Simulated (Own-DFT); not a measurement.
# What a defect does to the pressure of its cell: L1_0 TiAl

Source: density functional calculations with Own-DFT, an unreviewed in-house program that is no longer used. Nothing was measured or relaxed, and spin and spin-orbit coupling are left out.

Settings: PBE; PseudoDojo norm-conserving scalar-relativistic files; cutoff 42 hartree; 4 x 4 x 4 k mesh centred on Gamma; cold (Marzari-Vanderbilt) smearing of 0.2 eV.

Keep in mind: forces on such cells failed a check on a denser k mesh; stress not checked against mesh or cutoff.

All runs share one cell, with vectors in Å (5.622, 5.622, 0.000); (-5.622, 5.622, 0.000); (0.000, 0.000, 8.133) and a volume of 514.0 Å³. The atoms are randomly displaced, by u rms on each axis. The defect's site can differ from row to row.

```
            cell   formula   u (Å)  P (GPa)
       no defect  Al16Ti16  0.0191     1.17
       no defect  Al16Ti16  0.0199     1.19
       no defect  Al16Ti16  0.0545     1.85
  one Ti vacancy  Al16Ti15  0.0284     0.51
  one Ti vacancy  Al16Ti15  0.0288     0.41
  one Ti vacancy  Al16Ti15  0.0311     0.53
two Al vacancies  Al14Ti16  0.0261    -0.69
two Al vacancies  Al14Ti16  0.0334    -0.54
two Al vacancies  Al14Ti16  0.0482        ?
two Al vacancies  Al14Ti16  0.0561     0.12
```

## Worked fit

P = P0 + c u² + a shift for each defect gives P0 = 1.04 GPa, c = 290 ± 20 GPa/Å² and a scatter of 0.06 GPa. The shifts, and each times the cell's volume:

- one Ti vacancy: -0.81 ± 0.05 GPa, -2.6 eV
- two Al vacancies: -1.89 ± 0.05 GPa, -6.1 eV (-3.0 eV for each of its 2 sites)

A positive shift means that the defect pushes the cell outwards. Shift times volume (160.2 GPa Å³ is 1 eV) depends little on the cell's size, so, taken for each site, it can be compared between cells at like pressure. The atoms around the defects weren't relaxed, which would change these numbers.

## Withheld run

Q: what pressure belongs in the blank (two Al vacancies, u = 0.0482 Å)?

The fitted form gives -0.17 ± 0.07 GPa. DFT gave -0.33 GPa.
